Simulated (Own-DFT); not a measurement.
Simulation results for SiC (2H silicon carbide, atoms displaced), GaP (zincblende, strained, atoms displaced)

All values are calculated (Own-DFT development build). A calculation, not a measurement: plane-wave PBE density functional theory by an unreviewed code, no spin, of a simulated periodic cell, stress positive in tension, free energy of the whole cell less one offset for each atom, forces on such cells passed a denser k mesh, this cell's mesh not checked; offsets are fitted by least squares, one for each functional and potential file, so energies compare only between cells with the same atoms and settings and are not formation energies; the far tail of each file's local potential was reset to the Coulomb form; each entry is a single point on an unrelaxed cell, so the pressure reflects the starting lattice, mostly measured values (interpolated for alloys), from which strain is counted, and rises with the displacements; printed positions are rounded, which can move forces by about a meV/angstrom; the program, named Own-DFT, is a retired in-house code; no spin-orbit coupling.

Common to all runs: functional PBE; potential files PseudoDojo norm-conserving, scalar-relativistic, standard set; wave cutoff 42 hartree; occupations Fermi-Dirac; smearing width 0.1 eV; hardware one NVIDIA H100.

(1) SiC (2H silicon carbide, atoms displaced)

```xyz
32
Lattice="6.1654 0.0000 0.0000 -3.0827 5.3394 0.0000 0.0000 0.0000 10.0681" Properties=species:S:1:pos:R:3 SiC
Si     3.1211     5.1291     0.0392
Si    -0.1625     1.6340     2.4310
C      3.0755     5.2404     1.8727
C      0.0994     1.7212     4.2306
Si    -2.9769     5.3057     5.1757
Si     0.0714     1.9123     7.4956
C      3.0168     5.2925     7.0420
C     -0.0579     1.6852     9.3466
Si     4.4709     2.6018     0.0539
Si    -1.5177     4.4268     2.4903
C     -1.4542     2.5642     1.8890
C     -1.4065     4.4291     4.3418
Si     4.5529     2.7705     4.9671
Si    -1.6371     4.3695     7.4416
C     -1.5695     2.8568     6.8765
C     -1.6491     4.3918     9.6525
Si     3.1301     0.0311    10.0127
Si     2.9492     1.6681     2.5496
C      3.1517     0.0184     1.8657
C      3.0047     1.9024     4.3056
Si    -0.0378     5.3078     5.0596
Si     3.0456     1.7337     7.5474
C      3.0920     0.0576     6.7173
C      3.0613     1.7232     9.3833
Si     1.3380     2.5742    10.0054
Si     1.3415     4.4858     2.4793
C      1.5524     2.7497     1.9670
C      1.4671     4.4267     4.2329
Si     1.3576     2.6608     5.0949
Si     1.5969     4.3644     7.5046
C      1.4256     2.8228     6.9144
C      1.5564     4.5845     9.4888
```

Here we set k mesh 5 x 5 x 3 centred on Gamma.

The calculation gives: free energy of cell above offsets 5.198 eV; pressure 11.68 GPa; stress xx -9.34 GPa; stress yy -12.48 GPa; stress zz -13.22 GPa; stress yz -2.99 GPa; stress xz -2.64 GPa; stress xy 1.71 GPa; wall time 122.4 s.

Force:
```csv
element,x (eV/Å),y (eV/Å),z (eV/Å)
Si,-3.522,5.109,1.118
Si,5.41,-0.223,0.933
C,-0.54,-0.016,0.393
C,-2.912,-0.905,4.251
Si,-2.217,0.227,-4.24
Si,-4.389,-2.675,1.824
C,2.031,2.58,-2.339
C,-1.12,0.267,0.645
Si,2.872,-0.083,-0.502
Si,-0.328,-0.817,-0.738
C,-4.878,2.254,-0.693
C,-2.622,0.863,0.504
Si,0.683,-3.027,-0.686
Si,1.793,6.584,4.342
C,-0.013,-8.145,-1.828
C,5.969,-1.994,-4.497
Si,-2.227,-1.403,1.372
Si,1.015,3.353,-1.254
C,-4.971,1.277,-2.215
C,0.156,-1.371,4.047
Si,2.6,1.904,-6.053
Si,0.85,1.002,-1.458
C,-0.572,-0.64,7.355
C,-2.126,0.951,-0.052
Si,2.724,2.006,2.367
Si,6.13,-2.881,0.51
C,-1.909,-2.928,-3.219
C,0.596,0.658,5.581
Si,2.894,1.579,-4.399
Si,-2.668,5.827,3.225
C,2.624,-5.047,-1.449
C,-1.333,-4.286,-2.846
```

(2) GaP (zincblende, strained, atoms displaced)

```xyz
64
Lattice="10.8620 0.0000 0.0000 0.0000 10.8620 0.0000 0.0000 0.0000 10.9439" Properties=species:S:1:pos:R:3 GaP
Ga     0.1039    10.7343    10.9200
Ga    10.7704     2.6794     2.7444
Ga     2.6489     0.0348     2.7813
Ga     2.7160     2.7927     0.0347
P      1.3269     1.3903     1.4370
P      1.2038     4.0464     4.1180
P      4.0776     1.2932     4.0722
P      4.1642     4.1652     1.3446
Ga    10.7270     0.0250     5.4923
Ga     0.1323     2.7505     8.2904
Ga     2.6847    10.7804     8.1353
Ga     2.5579     2.7066     5.5340
P      1.2806     1.2456     6.8151
P      1.3370     4.1962     9.6883
P      4.0358     1.4669     9.5260
P      4.1717     3.9951     6.9859
Ga    10.7417     5.4395     0.0966
Ga    10.8358     8.1364     2.7263
Ga     2.7154     5.4396     2.7464
Ga     2.6346     8.1083     0.0206
P      1.4975     6.7945     1.4379
P      1.4896     9.4593     4.0823
P      4.1368     6.8368     4.1278
P      4.0782     9.4825     1.3867
Ga    10.8473     5.4588     5.5889
Ga    10.7796     8.1792     8.3238
Ga     2.6975     5.4983     8.1851
Ga     2.7032     8.3717     5.4997
P      1.3470     6.7839     6.9446
P      1.3558     9.4205     9.6614
P      4.0881     6.8748     9.5888
P      4.0215     9.5115     6.8341
Ga     5.4545     0.0594    10.8722
Ga     5.4568     2.7475     2.5873
Ga     8.1697    10.8267     2.8122
Ga     8.2222     2.6509    10.8310
P      6.8750     1.3804     1.5014
P      6.8694     4.1079     4.1923
P      9.6268     1.2667     4.0203
P      9.5474     4.0765     1.3553
Ga     5.3967     0.0475     5.5184
Ga     5.3702     2.8099     8.1035
Ga     8.1913    10.7947     8.2842
Ga     8.1109     2.8548     5.4382
P      6.8210     1.3770     6.7068
P      6.8443     4.0729     9.5092
P      9.4371     1.4324     9.4421
P      9.4385     4.1822     6.9437
Ga     5.4504     5.4123     0.0805
Ga     5.4115     8.2444     2.7889
Ga     8.0100     5.3323     2.4665
Ga     8.1543     8.1364     0.0135
P      6.8966     6.8500     1.3994
P      6.7992     9.3699     4.0130
P      9.5090     6.7660     4.0375
P      9.4124     9.4791     1.4176
Ga     5.3791     5.4622     5.6254
Ga     5.4379     8.2895     8.1679
Ga     8.1111     5.4626     8.0047
Ga     8.2211     8.2272     5.5910
P      6.9344     6.7498     6.9269
P      6.7202     9.5151     9.6048
P      9.5136     6.7299     9.5327
P      9.2949     9.4214     6.9599
```

Settings of this run: k mesh 3 x 3 x 3 centred on Gamma.

The calculation gives: free energy of cell above offsets -28.431 eV; pressure 4.65 GPa; stress xx -4.79 GPa; stress yy -5.03 GPa; stress zz -4.13 GPa; stress yz 1.15 GPa; stress xz -1.14 GPa; stress xy 0.99 GPa; wall time 593.9 s.

Force:
```csv
element,x (eV/Å),y (eV/Å),z (eV/Å)
Ga,-1.697,1.636,0.998
Ga,0.775,0.532,-0.441
Ga,0.916,-0.109,-0.64
Ga,-0.068,-0.246,0.104
P,0.237,-0.135,-1.049
P,1.034,0.48,0.228
P,-0.209,1.472,0.165
P,-1.522,-0.918,0.803
Ga,0.721,-1.749,0.264
Ga,-0.662,0.251,-0.486
Ga,-0.192,0.816,1.384
Ga,1.299,-0.077,-0.709
P,0.044,0.7,0.817
P,0.366,-0.374,-0.457
P,-0.059,-0.853,-0.024
P,-4.133,2.962,-3.272
Ga,1.468,1.163,-0.454
Ga,0.546,-0.162,0.318
Ga,0.559,-0.548,1.152
Ga,1.654,0.013,0.235
P,-2.204,-0.178,-0.461
P,-2.882,0.98,-0.279
P,-0.776,-0.308,0.71
P,-0.486,0.858,-0.676
Ga,-0.417,0.383,-0.872
Ga,0.52,-0.443,-0.606
Ga,0.943,-0.539,1.09
Ga,0.163,-3.133,0.148
P,-0.187,1.468,-1.134
P,0.416,0.43,-1.59
P,0.24,-0.498,-0.164
P,1.388,0.651,0.248
Ga,-0.598,0.493,1.148
Ga,-0.092,0.017,2.051
Ga,-0.413,-0.08,-0.004
Ga,-0.986,0.817,1.214
P,0.156,-0.409,-1.923
P,-1.997,1.106,-2.02
P,-2.027,0.843,0.983
P,-0.994,-1.328,-0.028
Ga,0.389,-0.622,-1.071
Ga,3.401,-3.097,2.72
Ga,-1.74,1.192,-0.116
Ga,1.761,-1.554,0.698
P,0.115,-0.071,1.46
P,-0.466,0.225,0.367
P,1.954,-1.372,0.574
P,2.126,-2.432,-1.461
Ga,1.243,1.408,-1.703
Ga,-0.437,-1.517,-1.182
Ga,1.128,-0.324,2.577
Ga,0.255,-0.119,-0.889
P,-2.316,0.468,-0.752
P,0.831,1.817,2.525
P,-0.391,-0.192,0.738
P,1.271,0.349,-0.821
Ga,0.701,0.086,-0.735
Ga,0.075,-1.543,0.251
Ga,0.818,-1.092,4.169
Ga,-1.481,-2.405,-2.92
P,-3.426,3.082,-2.227
P,1.003,0.103,0.056
P,-0.955,0.118,0.711
P,3.299,1.508,0.256
```

(3) GaP (zincblende, strained, atoms displaced)

```xyz
64
Lattice="10.8620 0.0000 0.0000 0.0000 10.8620 0.0000 0.0000 0.0000 10.9439" Properties=species:S:1:pos:R:3 GaP
Ga     0.0041    10.8520    10.9419
Ga    10.8400     2.6921     2.7216
Ga     2.7220    10.8225     2.7253
Ga     2.7545     2.6824     0.0482
P      1.3492     1.3742     1.3773
P      1.3932     4.0508     4.0760
P      4.0602     1.3257     4.1175
P      4.0383     4.1291     1.3455
Ga     0.0175    10.8408     5.4670
Ga    10.8433     2.7392     8.1605
Ga     2.7390    10.8443     8.2527
Ga     2.7244     2.7237     5.4671
P      1.3320     1.3338     6.8278
P      1.3556     4.0644     9.6076
P      4.0831     1.3604     9.5512
P      4.1118     4.0654     6.7795
Ga     0.0093     5.4494    10.9354
Ga    10.8551     8.1296     2.7329
Ga     2.7289     5.3837     2.7693
Ga     2.7434     8.1311     0.0029
P      1.2975     6.8057     1.3057
P      1.4027     9.5537     4.1058
P      4.0482     6.8166     4.1165
P      4.0555     9.4761     1.3868
Ga     0.0119     5.3922     5.4727
Ga     0.0034     8.1611     8.1867
Ga     2.7068     5.4369     8.2064
Ga     2.7505     8.1774     5.4788
P      1.3708     6.8050     6.8515
P      1.3370     9.5136     9.6318
P      4.0796     6.7868     9.6390
P      4.0535     9.5129     6.8361
Ga     5.4255     0.0110     0.0563
Ga     5.4434     2.7235     2.7067
Ga     8.1511    10.8309     2.7342
Ga     8.1099     2.7369    10.9061
P      6.7810     1.3551     1.3713
P      6.7760     4.0818     4.1011
P      9.5544     1.3535     4.1031
P      9.5159     4.0309     1.4047
Ga     5.4203     0.0024     5.4486
Ga     5.4138     2.7170     8.2358
Ga     8.1073     0.0138     8.2502
Ga     8.1293     2.7587     5.4500
P      6.8190     1.3301     6.8717
P      6.7802     4.0847     9.5617
P      9.4869     1.3241     9.6037
P      9.4486     4.0237     6.8328
Ga     5.4319     5.4221     0.0027
Ga     5.4477     8.1563     2.7719
Ga     8.1976     5.4612     2.7507
Ga     8.2117     8.1313    10.9101
P      6.8701     6.8252     1.3712
P      6.8546     9.5110     4.1010
P      9.4946     6.7704     4.1309
P      9.4650     9.5275     1.3736
Ga     5.4950     5.4041     5.5159
Ga     5.4258     8.1091     8.1816
Ga     8.1823     5.4042     8.2264
Ga     8.1225     8.1928     5.4313
P      6.7766     6.7860     6.8974
P      6.7689     9.5246     9.6113
P      9.5356     6.7998     9.6057
P      9.5206     9.4931     6.8419
```

Settings of this run: k mesh 3 x 3 x 3 centred on Gamma.

It finds free energy of cell above offsets -35.145 eV; pressure 3.11 GPa; stress xx -3.28 GPa; stress yy -3.29 GPa; stress zz -2.76 GPa; stress yz -0.19 GPa; stress xz 0.11 GPa; stress xy 0.21 GPa; wall time 521.9 s.

Force:
```csv
element,x (eV/Å),y (eV/Å),z (eV/Å)
Ga,-0.214,0.282,0.445
Ga,0.424,0.071,0.227
Ga,-0.02,0.591,-0.125
Ga,-0.362,0.148,-0.484
P,0.226,-0.46,-0.024
P,-0.59,-0.136,0.289
P,0.16,0.428,-0.51
P,0.604,-0.609,0.297
Ga,-0.137,0.041,0.05
Ga,0.14,-0.493,0.667
Ga,-0.581,0.105,-0.287
Ga,-0.137,-0.413,0.106
P,0.513,0.26,0.304
P,0.103,-0.196,-0.386
P,0.009,-0.098,0.678
P,-0.438,0.015,0.864
Ga,-0.284,-0.641,0.148
Ga,0.014,0.374,0.165
Ga,-0.378,1.038,-0.425
Ga,-0.475,0.146,0.123
P,0.883,-0.18,0.946
P,-0.562,-0.89,-0.033
P,0.613,-0.545,0.089
P,0.37,0.105,-0.067
Ga,0.034,0.109,0.155
Ga,0.139,-0.067,0.311
Ga,0.278,-0.228,0.14
Ga,-0.518,-0.121,-0.06
P,-0.065,-0.129,-0.298
P,0.439,-0.322,-0.569
P,0.041,-0.099,-0.856
P,0.476,-0.029,0.248
Ga,-0.232,-0.151,-0.323
Ga,-0.48,-0.008,0.226
Ga,0.161,0.779,0.024
Ga,0.352,-0.266,0.414
P,0.259,0.152,0.109
P,0.225,0.144,-0.38
P,-0.72,-0.079,0.149
P,-0.301,0.551,-0.649
Ga,0.397,-0.055,0.368
Ga,0.274,-0.024,-0.599
Ga,0.461,-0.439,-0.113
Ga,-0.127,-0.921,-0.139
P,-0.494,0.488,-0.518
P,-0.125,0.049,0.083
P,0.229,0.566,-0.327
P,0.564,0.712,-0.061
Ga,0.501,0.392,0.31
Ga,0.134,-0.193,-0.25
Ga,-0.327,-0.43,-0.179
Ga,-0.581,0.524,0.185
P,-0.694,-0.356,-0.018
P,-1.075,0.275,-0.045
P,0.382,0.298,0.172
P,0.657,-0.354,-0.116
Ga,-0.408,0.597,-0.468
Ga,-0.284,0.585,0.673
Ga,-0.083,0.439,0.052
Ga,0.435,-0.727,0.878
P,0.722,-0.04,-0.618
P,-0.042,-0.531,-0.201
P,-0.006,-0.31,-0.772
P,-0.476,0.278,0.005
```
